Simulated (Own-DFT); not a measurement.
# How much smaller does PBEsol make it? D0_22 TiAl3, 40 atoms (Al30Ti10)

The numbers are computed, not measured, by runs of the plane-wave DFT program Own-DFT (in-house, retired, unreviewed) at fixed positions, with no spin and no spin-orbit coupling.

Keep in mind: forces on such cells failed a check on a denser k mesh; stress not checked against mesh or cutoff.

Each geometry was run with PBE and with PBEsol, otherwise alike: PseudoDojo norm-conserving scalar-relativistic files made for PBE; cutoff 42 hartree; 4 x 4 x 4 k mesh centred on Gamma; cold (Marzari-Vanderbilt) smearing of 0.2 eV. Unstrained cell vectors in Å: (-2.365, -6.981, 4.326); (-7.667, 3.491, 1.442); (-2.950, -3.488, -7.241). Each has a uniform strain, of which the change of volume is shown, and random moves of rms u per axis.

| run | volume change (%) | u (Å) | P with PBE (GPa) | P with PBEsol (GPa) |
|---|---|---|---|---|
| 1 | -0.71 | 0.0467 | 3.54 | 1.62 |
| 2 | 2.66 | 0.0513 | -0.08 | -1.92 |
| 3 | 0.09 | 0.0502 | 2.97 | 1.07 |
| 4 | -0.80 | 0.0500 | 3.75 | 1.82 |
| 5 | -1.08 | 0.0531 | 4.34 | 2.41 |
| 6 | -2.30 | 0.0532 | 5.73 | 3.77 |
| 7 | -0.55 | 0.0491 | 3.45 | 1.53 |
| 8 | 4.81 | 0.0429 | -2.30 | -4.10 |
| 9 | -1.37 | 0.0490 | 4.36 | 2.42 |
| 10 | -0.43 | 0.0468 | 3.21 | ? |

The question: by how much does PBEsol shrink this cell, and what belongs in the blank?

## Worked answer

Write v for the change of volume as a fraction. Fitted to v and u², the PBE pressure has a slope of -108 ± 3 GPa in v, with the ions held to the strained lattice. The difference PBEsol less PBE is -1.91 + 2.3 v GPa (slope ± 0.1) and averages -1.90 GPa. Divided by the mean slope of the two, 107 GPa, that makes PBEsol's volume at a given pressure, near 2 GPa, about 1.8 % smaller, or 0.59 % in lengths. At one volume PBEsol's slope is the smaller by 2 GPa, but its pressure there is lower too. If stiffness rises by about 4 GPa for each GPa, PBEsol at equal pressure is stiffer by about 5 GPa. Files made for PBEsol would give a different shift.

For run 10 the line gives 1.30 GPa. The calculation gave 1.30 GPa.
